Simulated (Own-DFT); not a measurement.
# Slab less bulk: wurtzite AlN, m plane (10-10)

Source: density functional calculations with Own-DFT, an unreviewed in-house program that is no longer used. Nothing was measured or relaxed, and spin and spin-orbit coupling are left out.

Limits (not all hold for every row): some atoms lie very close together; k mesh not checked against a denser one.

Both sets of runs: PBE; PseudoDojo norm-conserving scalar-relativistic files; cutoff 42 hartree; Gaussian smearing of 0.01 eV. The slab has 128 atoms in 16 layers, two equal faces of 62.02 Å² as cut, 15 Å of vacuum, a dipole correction along the normal and a 6 x 3 x 1 mesh. The bulk cell has 72 atoms, the same measured lattice constants and a 4 x 4 x 3 mesh. In the slab only the 32 atoms nearest the faces were moved at random; u is their rms move along one axis. Energies are counted from -174.06 eV for each atom.

| slab run | u (Å) | E (eV, cell) |
|---|---|---|
| 1 | 0.0469 | 21.234 |
| 2 | 0.0475 | 21.057 |
| 3 | 0.0498 | 20.920 |
| 4 | 0.0519 | 21.526 |
| 5 | 0.0533 | 21.214 |
| 6 | 0.0563 | 20.773 |
| 7 | 0.0827 | 27.273 |
| 8 | 0.0903 | 23.368 |
| 9 | 0.1011 | 27.175 |
| 10 | 0.1019 | 29.716 |
| 11 | 0.1020 | 27.724 |
| 12 | 0.1122 | 28.181 |

```
bulk run,u (Å),E (meV/atom)
1,0.0181,-3.99
2,0.0189,-3.82
3,0.0193,-2.28
4,0.0196,-2.32
5,0.0206,-1.28
6,0.0945,277.27
7,0.0998,309.82
8,0.1001,337.45
9,0.1005,306.73
10,0.1083,367.17
```

Question: what is the energy of the unrelaxed surface?

## Answer

Take each set to u = 0 with E = a + b u². Residuals are scaled by 1/(u² + 0.0006 Å²) to tame the large moves. Slab: a = 19.07 ± 0.41 eV. Bulk: a = -15.0 ± 0.4 meV/atom. The excess is 19.07 - 128 x (-0.0150) = 20.99 ± 0.42 eV. Over two faces that is 169 meV/Å², or 2.71 ± 0.05 J/m². Relaxing the faces would lower the energy, and the unlike meshes and the reach from the smallest u down to zero add errors that aren't counted here.
